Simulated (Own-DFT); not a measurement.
# Computed records: SiC (2H silicon carbide, strained, atoms displaced)

All values are calculated (Own-DFT development build). A calculation, not a measurement: plane-wave PBE density functional theory by an unreviewed code, no spin, of a simulated periodic cell, stress positive in tension, free energy of the whole cell less one offset for each atom, forces on such cells passed a denser k mesh, this cell's mesh not checked; offsets are fitted by least squares, one for each functional and potential file, so energies compare only between cells with the same atoms and settings and are not formation energies; the far tail of each file's local potential was reset to the Coulomb form; each entry is a single point on an unrelaxed cell, so the pressure reflects the starting lattice, mostly measured values (interpolated for alloys), from which strain is counted, and rises with the displacements; printed positions are rounded, which can move forces by about a meV/angstrom; the program, named Own-DFT, is a retired in-house code; no spin-orbit coupling.

Settings shared by all entries: functional PBE; potential files PseudoDojo norm-conserving, scalar-relativistic, standard set; wave cutoff 42 hartree; occupations Fermi-Dirac; smearing width 0.1 eV; hardware one NVIDIA H100; k mesh 5 x 5 x 3 centred on Gamma.

(1) SiC (2H silicon carbide, strained, atoms displaced)

```xyz
32
Lattice="6.2393 0.0857 -0.0926 -3.0455 5.2902 0.1095 -0.1512 0.1192 10.0907" Properties=species:S:1:pos:R:3 SiC
Si    -2.9793     5.2134     0.1355
Si     0.0231     1.7397     2.5487
C      3.1710     5.3781     1.8717
C     -0.1383     1.7652     4.5020
Si    -0.0333     0.1727     5.1007
Si    -0.0660     1.8628     7.6004
C     -0.0512     0.1039     6.9129
C     -0.1181     1.8555     9.4280
Si    -1.6571     2.8091    10.1027
Si    -1.4756     4.4524     2.6158
C     -1.5471     2.6956     1.8918
C     -1.5007     4.4020     4.5128
Si     4.5931     2.7969     5.0200
Si    -1.6492     4.4729     7.6560
C      4.6548     2.7212     6.8996
C     -1.6995     4.5697     9.5198
Si     0.2105     5.3272     0.0968
Si     3.0138     1.8136     2.4868
C      0.0884     5.3482     1.8616
C      3.1315     1.8736     4.3819
Si     0.0084     5.3600     5.0748
Si     3.0214     1.9357     7.6157
C      3.0331     0.1485     6.8394
C      3.0476     1.9106     9.4261
Si     1.5666     2.6750     0.1033
Si     1.4939     4.5117     2.5060
C      1.6022     2.6681     1.8948
C      1.5726     4.5329     4.2611
Si     1.5434     2.7025     4.9607
Si     1.3864     4.5748     7.6299
C      1.3841     2.8047     7.0303
C      1.4498     4.5417     9.4076
```

```
free energy of cell above offsets : -1.406 eV
pressure                          : 3.89 GPa
stress xx                         : 2.43 GPa
stress yy                         : -3.96 GPa
stress zz                         : -10.14 GPa
stress yz                         : 4.91 GPa
stress xz                         : -5.4 GPa
stress xy                         : 7.65 GPa
wall time                         : 121.3 s
```

Force:
```csv
element,x (eV/Å),y (eV/Å),z (eV/Å)
Si,-2.237,1.954,-1.222
Si,-1.709,0.796,-0.31
C,-0.036,-0.455,1.11
C,1.995,3.445,-2.626
Si,-0.455,-4.959,-0.769
Si,0.104,-0.912,-0.15
C,-1.644,-0.685,1.032
C,0.186,0.324,2.178
Si,0.179,-1.267,0.106
Si,-0.976,-0.978,-0.803
C,0.103,-0.793,1.256
C,-0.82,2.525,-0.611
Si,0.902,-0.945,0.646
Si,1.223,0.119,-0.857
C,-2.179,1.734,0.206
C,2.844,-0.766,-0.17
Si,-2.33,0.423,-2.903
Si,4.101,0.321,0.04
C,-2.197,0.704,2.132
C,-1.661,-0.761,-0.598
Si,0.97,-0.23,0.161
Si,-0.302,-0.303,-2.114
C,-1.933,0.516,0.71
C,-0.51,0.642,1.736
Si,0.371,-0.994,-3.758
Si,3.495,-0.969,-0.682
C,-2.53,1.185,1
C,-0.002,-0.327,4.269
Si,-1.046,1.328,1.674
Si,2.509,-0.544,-1.965
C,2.386,-0.033,-2.105
C,1.199,-0.095,3.388
```

(2) SiC (2H silicon carbide, strained, atoms displaced)

```xyz
32
Lattice="6.0903 0.0243 -0.0435 -3.0241 5.3256 0.0533 -0.0711 0.0594 9.8882" Properties=species:S:1:pos:R:3 SiC
Si     2.9716     5.4052     9.8601
Si    -0.0235     1.8236     2.4960
C      5.9801     0.1194     1.7841
C      0.0241     1.8300     4.3269
Si    -2.9940     5.2872     5.1022
Si     0.0044     1.7871     7.4093
C     -0.0183     0.0683     6.8171
C     -0.2000     1.8254     9.3555
Si     4.4527     2.7394     9.8149
Si    -1.5947     4.4491     2.4507
C      4.4807     2.6934     1.7272
C     -1.5568     4.4184     4.3952
Si     4.4866     2.6642     4.9011
Si    -1.4852     4.5316     7.4931
C      4.4946     2.6711     6.8173
C     -1.4919     4.5303     9.3112
Si     0.0409     5.3251     0.0640
Si     3.0862     1.7896     2.4369
C      0.0405     5.2456     1.8538
C      2.9421     1.8674     4.3509
Si     0.0205     5.3335     4.9886
Si     2.9809     1.8328     7.4578
C     -0.0712     5.2817     6.7993
C      2.9773     1.8303     9.2886
Si     1.4645     2.6659     9.8440
Si     1.4767     4.4188     2.5708
C      1.5203     2.6423     1.8313
C      1.4997     4.5041     4.3094
Si     1.4445     2.6953     4.9640
Si     1.4958     4.4605     7.3929
C      1.4994     2.7073     6.8584
C      1.5377     4.4786     9.2736
```

```
free energy of cell above offsets : -2.508 eV
pressure                          : 12.23 GPa
stress xx                         : -12.95 GPa
stress yy                         : -3.98 GPa
stress zz                         : -19.75 GPa
stress yz                         : 1.15 GPa
stress xz                         : -1.69 GPa
stress xy                         : 0.62 GPa
wall time                         : 131.3 s
```

Force:
```csv
element,x (eV/Å),y (eV/Å),z (eV/Å)
Si,0.667,0.129,0.951
Si,-0.092,-0.201,-1.434
C,0.72,-1.709,0.908
C,-2.233,-1.485,0.912
Si,-0.976,1.375,-3.199
Si,-2.133,1.116,1.334
C,-0.209,-1.224,1.101
C,3.437,-0.527,-2.509
Si,0.091,1.374,0.247
Si,-0.034,0.353,0.415
C,1.368,0.769,2.484
C,0.898,0.144,-1.017
Si,1.164,0.495,1.071
Si,-2.14,-2.617,-0.5
C,0.781,0.935,-0.318
C,-1.716,-0.343,0.35
Si,1.376,-0.438,-0.938
Si,-1.952,-0.922,0.21
C,-1.605,1.509,1.841
C,1.212,-2.005,-0.957
Si,-1.657,0.788,-1.216
Si,1.033,-1.224,-1.128
C,2.281,2.296,0.64
C,-0.521,-0.885,-0.589
Si,-1.545,1.205,1.155
Si,1.635,-0.157,-3.666
C,0.134,0.429,0.714
C,0.836,-0.492,3.453
Si,0.81,1.084,0.153
Si,0.208,0.868,1.172
C,-0.344,-0.115,-1.103
C,-1.494,-0.527,-0.537
```

(3) SiC (2H silicon carbide, strained, atoms displaced)

```xyz
32
Lattice="6.1477 -0.1172 0.0968 -3.1753 5.3658 -0.0096 0.1580 0.0730 10.0747" Properties=species:S:1:pos:R:3 SiC
Si    -2.9876     5.4199     9.9902
Si     0.0778     1.8145     2.5479
C      0.0916     0.0506     1.9105
C      0.0544     1.7110     4.4316
Si    -3.0569     5.3986     5.0651
Si     0.1016     1.9093     7.6229
C      3.0684     5.2884     7.0300
C      0.0451     1.8333     9.5123
Si     4.5153     2.6348     0.1283
Si    -1.5685     4.4086     2.5372
C     -1.4918     2.7424     1.8304
C     -1.5504     4.4889     4.4833
Si    -1.4684     2.6762     5.0458
Si    -1.4569     4.4768     7.5674
C     -1.4935     2.7590     6.9527
C     -1.5121     4.5132     9.4442
Si     0.0911     5.3210    10.1003
Si     3.0752     1.7932     2.5925
C      3.1311    -0.0044     1.9958
C      3.0752     1.7401     4.4437
Si     3.1976    -0.0170     5.1510
Si     3.2603     1.8308     7.6822
C      0.0571     5.3472     6.9486
C      3.2389     1.7925     9.4399
Si     1.6609     2.5516    10.0810
Si     1.5581     4.3944     2.4932
C      1.5546     2.6810     1.9354
C      1.5517     4.3878     4.4969
Si     1.6132     2.6306     5.1546
Si     1.5516     4.4211     7.6078
C      1.5818     2.6907     7.0097
C      1.5129     4.4067     9.5249
```

```
free energy of cell above offsets : -2.939 eV
pressure                          : 6.75 GPa
stress xx                         : -5.16 GPa
stress yy                         : -8.05 GPa
stress zz                         : -7.03 GPa
stress yz                         : 2.04 GPa
stress xz                         : 6.36 GPa
stress xy                         : -7.88 GPa
wall time                         : 119.9 s
```

Force:
```csv
element,x (eV/Å),y (eV/Å),z (eV/Å)
Si,-2.006,0.004,1.649
Si,-1.192,-0.764,-0.054
C,0.567,-0.468,-1.23
C,0.065,2.34,0.189
Si,-0.781,-1.523,-0.146
Si,-1.354,-2.494,-0.277
C,1.195,0.874,0.94
C,0.499,0.107,-0.811
Si,0.905,-1.471,-0.762
Si,0.248,2.382,0.918
C,-0.383,-1.199,1.833
C,0.84,-0.917,-0.686
Si,-0.545,0.545,-0.434
Si,-1.291,1.689,-0.51
C,2.61,0.094,-1.061
C,1.176,0.633,-0.401
Si,-1.101,1.363,1.231
Si,0.534,-1.142,-0.345
C,0.307,-0.4,-1.269
C,1.329,-0.007,1.395
Si,-0.127,-0.661,-2.346
Si,-3.12,-2.198,-2.09
C,-0.144,1.079,1.729
C,-0.652,-1.003,2.841
Si,-0.469,2.291,0.734
Si,-1.143,1.743,2.156
C,0.725,-1.182,-1.136
C,-0.219,0.264,-0.558
Si,-0.968,0.49,-1.288
Si,0.282,0.896,0.459
C,1.897,-0.523,0.044
C,2.315,-0.842,-0.713
```

(4) SiC (2H silicon carbide, strained, atoms displaced)

```xyz
32
Lattice="6.2180 -0.0856 -0.1093 -3.1831 5.2988 -0.0165 -0.1785 -0.1341 10.1898" Properties=species:S:1:pos:R:3 SiC
Si     0.0079     0.0070     0.0767
Si    -0.1060     1.7586     2.4683
C     -3.1450     5.2582     1.9096
C     -0.1182     1.6535     4.4318
Si    -0.0943    -0.0271     5.1097
Si    -0.1700     1.7059     7.5514
C     -0.1666    -0.0046     7.0181
C     -0.2190     1.6045     9.5473
Si     4.4230     2.4546    10.0489
Si    -1.5359     4.3730     2.5408
C     -1.5971     2.7082     1.9530
C     -1.7184     4.2974     4.3404
Si     4.5233     2.4663     5.0342
Si    -1.7172     4.2941     7.6043
C      4.4313     2.5253     6.9036
C     -1.8058     4.2059     9.5480
Si    -0.3077     5.0833    10.0583
Si     2.9677     1.6398     2.3802
C      3.1087     0.0271     1.8632
C      2.9889     1.5865     4.4508
Si    -0.2549     5.1770     5.0556
Si     2.9218     1.5775     7.4703
C     -0.1475     5.0731     6.9171
C      2.9449     1.5719     9.4785
Si     1.3218     2.4591    10.0660
Si     1.5006     4.3030     2.4606
C      1.4550     2.5232     1.8437
C      1.4001     4.3275     4.3498
Si     1.4013     2.5756     5.0121
Si     1.3954     4.3600     7.5210
C      1.4177     2.5305     6.9793
C      1.3052     4.2493     9.4643
```

```
free energy of cell above offsets : -2.675 eV
pressure                          : 4.25 GPa
stress xx                         : 0.74 GPa
stress yy                         : -14.8 GPa
stress zz                         : 1.3 GPa
stress yz                         : -4.21 GPa
stress xz                         : -5.53 GPa
stress xy                         : -6.45 GPa
wall time                         : 133.9 s
```

Force:
```csv
element,x (eV/Å),y (eV/Å),z (eV/Å)
Si,-0.308,-0.434,-1.198
Si,0.203,-1.141,1.256
C,-0.504,-0.108,0.407
C,-0.317,1.589,-0.151
Si,0.152,-1.355,-0.813
Si,-0.061,0.939,1.967
C,1.961,-1.381,-0.94
C,-0.286,0.381,-0.908
Si,1.152,-1.749,1.425
Si,-1.552,1.677,-0.758
C,-1.068,-2.334,-1.846
C,-0.468,0.242,3.004
Si,0.011,0.185,-1.857
Si,-1.269,1.302,0.962
C,1.038,-1.553,-0.571
C,-0.802,2.109,-1.438
Si,1.782,0.926,1.312
Si,1.727,3.483,2.831
C,0.789,-4.451,-1.633
C,-0.857,1.447,-1.17
Si,1.511,-0.829,-1.279
Si,0.285,0.431,1.889
C,-1.643,1.342,0.034
C,-1.734,-0.461,-1.104
Si,0.583,0.249,0.494
Si,-0.246,0.861,-0.283
C,0.136,1.337,-0.81
C,-0.526,-0.21,0.619
Si,0.776,-0.643,0.225
Si,0.152,-2.309,1.637
C,-0.637,0.478,-1.134
C,0.018,-0.021,-0.167
```

(5) SiC (2H silicon carbide, strained, atoms displaced)

```xyz
32
Lattice="6.1413 0.0738 -0.0559 -3.0067 5.2645 0.0505 -0.0912 0.0425 10.2636" Properties=species:S:1:pos:R:3 SiC
Si     0.0551     0.0950     0.0493
Si    -0.0269     1.8446     2.6551
C      0.0641     0.0199     1.9269
C      0.0836     1.7931     4.5123
Si     0.0223     0.0786     5.2384
Si    -0.0920     1.7772     7.7324
C     -2.9810     5.1612     7.1879
C     -0.1097     1.8115     9.6272
Si    -1.4377     2.5912     0.0957
Si    -1.5553     4.4192     2.6140
C     -1.5084     2.6445     2.0305
C     -1.5681     4.5004     4.5281
Si    -1.5396     2.6881     5.1601
Si    -1.6135     4.4988     7.7146
C      4.5093     2.7536     6.9976
C     -1.5432     4.4381     9.5583
Si     3.1167     0.0878     0.0017
Si     2.9822     1.8278     2.5756
C     -0.0065     5.1863     1.8888
C      3.0288     1.8356     4.4221
Si     0.0662     5.2454     5.1310
Si     3.0166     1.8762     7.6205
C     -0.0454     5.2933     7.1134
C      3.0960     1.7053     9.4825
Si     1.5310     2.7313    10.2169
Si     1.5499     4.4106     2.6672
C      1.5598     2.6368     1.8798
C      1.5910     4.4538     4.4953
Si     1.6233     2.7613     5.0909
Si     1.5031     4.5012     7.6938
C      1.4884     2.6845     7.1150
C      1.5368     4.4774     9.5782
```

```
free energy of cell above offsets : -1.435 eV
pressure                          : 4.32 GPa
stress xx                         : -8.9 GPa
stress yy                         : -6.2 GPa
stress zz                         : 2.13 GPa
stress yz                         : 4.1 GPa
stress xz                         : -4.15 GPa
stress xy                         : 8.79 GPa
wall time                         : 125.4 s
```

Force:
```csv
element,x (eV/Å),y (eV/Å),z (eV/Å)
Si,-0.179,-2.9,-1.17
Si,1.59,-2.007,-1.141
C,-3.258,1.181,0.441
C,-1.322,1.195,0.942
Si,-0.811,-0.27,-0.781
Si,0.348,0.399,-0.311
C,-7.194,5.206,-3.376
C,2.183,0.588,-0.095
Si,-1.98,1.708,-1.224
Si,1.522,-0.491,0.311
C,-1.753,-0.295,-0.824
C,1.613,-1.681,-0.246
Si,0.081,-0.3,-0.437
Si,6.288,-4.306,2.684
C,1.204,-0.283,-0.223
C,-0.026,0.162,2.804
Si,-0.587,-3.389,-1.452
Si,2.281,-1.722,-0.989
C,1.006,1.955,2.089
C,1.784,-0.797,1.021
Si,-1.584,1.859,1.037
Si,0.366,-1.625,0.642
C,0.743,1.213,-2.064
C,-0.642,3.826,1.961
Si,0.016,-0.633,-0.495
Si,0.826,0.681,-3.279
C,-1.3,1.345,0.475
C,0.639,1.28,0.74
Si,-1.591,-1.966,2.112
Si,0.227,-1.286,1.027
C,-0.963,0.76,-1.552
C,0.472,0.594,1.372
```

(6) SiC (2H silicon carbide, strained, atoms displaced)

```xyz
32
Lattice="6.2773 -0.0144 0.0044 -3.1511 5.2584 -0.0062 0.0072 -0.0075 10.0150" Properties=species:S:1:pos:R:3 SiC
Si     3.1380     5.1899     9.9936
Si    -0.0255     1.7762     2.4146
C      6.2075    -0.0065     1.9335
C      0.0077     1.7695     4.3601
Si     0.0343     0.0325     4.9433
Si    -0.0711     1.8653     7.6173
C      3.1191     5.1365     6.8354
C      0.0091     1.7937     9.3497
Si    -1.5247     2.5865     0.0101
Si    -1.5662     4.4194     2.5539
C     -1.5826     2.7180     1.9106
C     -1.6354     4.3468     4.2739
Si     4.7126     2.5398     5.0684
Si    -1.5982     4.3200     7.4402
C     -1.5441     2.6689     6.9159
C     -1.5261     4.3536     9.3106
Si     3.1430    -0.0024     0.0613
Si     3.1638     1.8140     2.4271
C     -0.0687     5.2422     1.8684
C      3.1931     1.6516     4.3644
Si     0.0503     5.1820     4.9693
Si     3.1876     1.7318     7.5347
C      3.2164     0.0076     6.7386
C      3.0601     1.7586     9.4048
Si     1.5830     2.6047     9.9917
Si     1.5307     4.3739     2.5175
C      1.5875     2.7165     1.8589
C      1.5448     4.3890     4.4095
Si     1.5459     2.6438     5.0858
Si     1.5856     4.3100     7.5086
C      1.6231     2.5735     6.9296
C      1.6464     4.3601     9.3607
```

```
free energy of cell above offsets : -2.211 eV
pressure                          : 6.54 GPa
stress xx                         : 4.3 GPa
stress yy                         : -11.18 GPa
stress zz                         : -12.74 GPa
stress yz                         : -1.3 GPa
stress xz                         : 0.62 GPa
stress xy                         : -0.26 GPa
wall time                         : 123.1 s
```

Force:
```csv
element,x (eV/Å),y (eV/Å),z (eV/Å)
Si,1.15,0.532,0.167
Si,0.549,0.729,1.747
C,1.217,-0.008,-1.517
C,0.223,0.65,0.139
Si,-0.489,-1.001,0.861
Si,2.308,-2.889,-3.887
C,0.263,2.054,0.639
C,0.058,-1.258,3.196
Si,-1.58,1.567,-0.096
Si,-1.161,0.504,-2.503
C,0.669,-1.499,-1.715
C,1.195,-0.21,4.304
Si,-0.368,0.738,-2.257
Si,0.793,4.015,0.495
C,-0.574,-2.448,-0.685
C,-0.285,0.18,1.42
Si,-0.029,-0.721,-2.213
Si,-0.723,-0.874,1.868
C,1.133,0.873,0.591
C,-1.074,1.91,-0.041
Si,-2.104,0.825,-1.359
Si,-0.781,-0.787,-0.779
C,-0.75,-1.032,4.118
C,2.659,-1.102,0.087
Si,-0.603,1.175,0.469
Si,-0.372,1.265,0.586
C,-0.622,-2.515,-0.539
C,1.467,-0.995,-1.139
Si,1.106,-1.298,-1.756
Si,-0.056,1.467,-1.072
C,-1.306,-0.307,0.306
C,-1.915,0.462,0.565
```

(7) SiC (2H silicon carbide, strained, atoms displaced)

```xyz
32
Lattice="6.1695 -0.0710 -0.0444 -3.1462 5.3253 0.1152 -0.0724 0.1753 10.1954" Properties=species:S:1:pos:R:3 SiC
Si     2.9170     5.4121    10.2440
Si    -0.1471     1.7920     2.6448
C      0.0352     0.0704     2.0370
C     -0.1776     1.8503     4.5127
Si     0.0073     0.1144     5.1062
Si    -0.0410     1.9715     7.6905
C      6.0528     0.0587     6.9447
C     -0.0380     1.8756     9.6261
Si     4.5399     2.5924     0.0341
Si    -1.5759     4.4655     2.6738
C     -1.6008     2.7505     2.0769
C     -1.6613     4.5041     4.5775
Si    -1.6018     2.7950     5.0832
Si    -1.6875     4.5656     7.7475
C     -1.5973     2.7774     7.0576
C     -1.6306     4.5507     9.7016
Si    -0.0873     5.2520     0.1305
Si     2.9266     1.7762     2.5659
C      2.9868     0.0469     1.8628
C      2.9898     1.8019     4.5129
Si     2.9992     0.0730     5.1168
Si     2.9327     1.9041     7.6796
C     -0.0776     5.3997     7.1139
C      3.0166     1.8351     9.5438
Si     1.4534     2.8921    10.1330
Si     1.5288     4.4636     2.6197
C      1.4644     2.6750     1.8761
C      1.4519     4.3561     4.5559
Si     1.4924     2.7259     5.1306
Si     1.4107     4.5847     7.6965
C      1.5042     2.7781     7.0021
C      1.3758     4.5822     9.4925
```

```
free energy of cell above offsets : -2.641 eV
pressure                          : 4.42 GPa
stress xx                         : -2.31 GPa
stress yy                         : -11.11 GPa
stress zz                         : 0.16 GPa
stress yz                         : 7.1 GPa
stress xz                         : -2.53 GPa
stress xy                         : -3.77 GPa
wall time                         : 119.9 s
```

Force:
```csv
element,x (eV/Å),y (eV/Å),z (eV/Å)
Si,1.087,-0.353,1.055
Si,1.888,1.149,-0.871
C,-0.843,-0.645,-2.198
C,2.503,-0.104,-0.29
Si,-2.049,-1.022,0.164
Si,-0.848,-1.425,-0.209
C,2.106,1.01,0.527
C,-1.011,1.912,-0.871
Si,1.534,-1.295,0.671
Si,-0.937,0.623,0.367
C,-1.344,-1.506,-1.716
C,0.681,1.539,-0.707
Si,-1.354,-1.362,2.506
Si,0.497,-0.437,-0.319
C,-0.903,0.729,0.05
C,-1.749,0.76,-1.108
Si,0.35,0.591,-0.71
Si,1.165,0.663,0.097
C,2.354,-0.512,0.822
C,0.01,0.234,-1.141
Si,1.389,-1.232,-0.142
Si,2.73,-1.233,-0.856
C,-2.286,1.179,-0.024
C,-1.029,1.402,0.51
Si,-0.055,-2.668,1.653
Si,-1.7,-1.094,0.453
C,-0.567,0.924,0.701
C,-0.218,4.198,-1.091
Si,-0.988,-2.127,0.446
Si,0.367,-1.016,-1.421
C,-1.189,0.478,0.908
C,0.412,0.64,2.745
```

(8) SiC (2H silicon carbide, strained, atoms displaced)

```xyz
32
Lattice="6.0589 0.0188 0.0729 -3.0131 5.2351 -0.0772 0.1191 -0.0768 10.0539" Properties=species:S:1:pos:R:3 SiC
Si     3.0253     5.1878     0.0232
Si     0.0350     1.6658     2.5310
C      3.0039     5.1583     2.0263
C     -0.0201     1.6699     4.3807
Si     3.0311     5.1771     5.0336
Si     0.1207     1.6396     7.5506
C      6.0995     0.0066     6.9641
C      0.1068     1.7033     9.3507
Si    -1.3597     2.5463    10.0102
Si    -1.5151     4.3644     2.4535
C      4.4967     2.5202     1.9412
C     -1.4527     4.3424     4.3539
Si    -1.3993     2.5980     5.0131
Si    -1.3617     4.2228     7.5007
C     -1.3933     2.5324     6.9444
C     -1.4681     4.2540     9.3416
Si     0.1183     5.1658     9.9714
Si     3.1236     1.6982     2.5642
C      0.0575     5.2230     1.8985
C      3.1372     1.7558     4.4292
Si     0.0178     5.1937     4.9840
Si     3.1683     1.7007     7.5504
C      0.0980     5.1796     6.8227
C      3.0880     1.6646     9.4576
Si     1.5167     2.5753     0.0360
Si     1.5947     4.3772     2.5175
C      1.5328     2.6752     1.8254
C      1.6042     4.3000     4.3623
Si     1.5497     2.5740     4.9977
Si     1.6069     4.2359     7.5572
C      1.5880     2.5746     6.8822
C      1.5913     4.3506     9.4259
```

```
free energy of cell above offsets : -2.337 eV
pressure                          : 14.3 GPa
stress xx                         : -16.88 GPa
stress yy                         : -16.22 GPa
stress zz                         : -9.79 GPa
stress yz                         : -3.8 GPa
stress xz                         : 5.74 GPa
stress xy                         : 0.35 GPa
wall time                         : 110.9 s
```

Force:
```csv
element,x (eV/Å),y (eV/Å),z (eV/Å)
Si,-0.964,1.788,0.134
Si,-0.236,1.9,-0.691
C,3.226,2.526,-3.902
C,2.22,0.047,0.115
Si,1.127,0.418,0.335
Si,0.059,0.847,-0.858
C,0.743,-2.769,0.685
C,0.709,-1.434,2.332
Si,-1.622,-1.127,0.622
Si,1.625,-1.91,0.917
C,3.573,2.619,-1.376
C,-0.573,-0.297,-0.163
Si,-1.662,0.251,0.404
Si,-1.421,2.627,-0.895
C,0.357,-0.261,-1.667
C,1.741,0.383,1.033
Si,-1.302,0.245,1.581
Si,-3.292,0.302,0.375
C,-1.047,-0.66,-1.476
C,-0.918,-0.794,0.463
Si,1.595,0.642,-0.514
Si,-1.725,-0.716,0.277
C,0.157,-0.475,1.5
C,1.689,0.246,-0.813
Si,-0.991,1.502,-1.234
Si,-3.733,-2.323,0.93
C,-0.018,-2.278,2.32
C,-1.735,0.094,0.39
Si,0.349,-0.427,0.092
Si,0.147,2.383,-0.813
C,0.709,-1.234,0.196
C,1.216,-2.116,-0.3
```
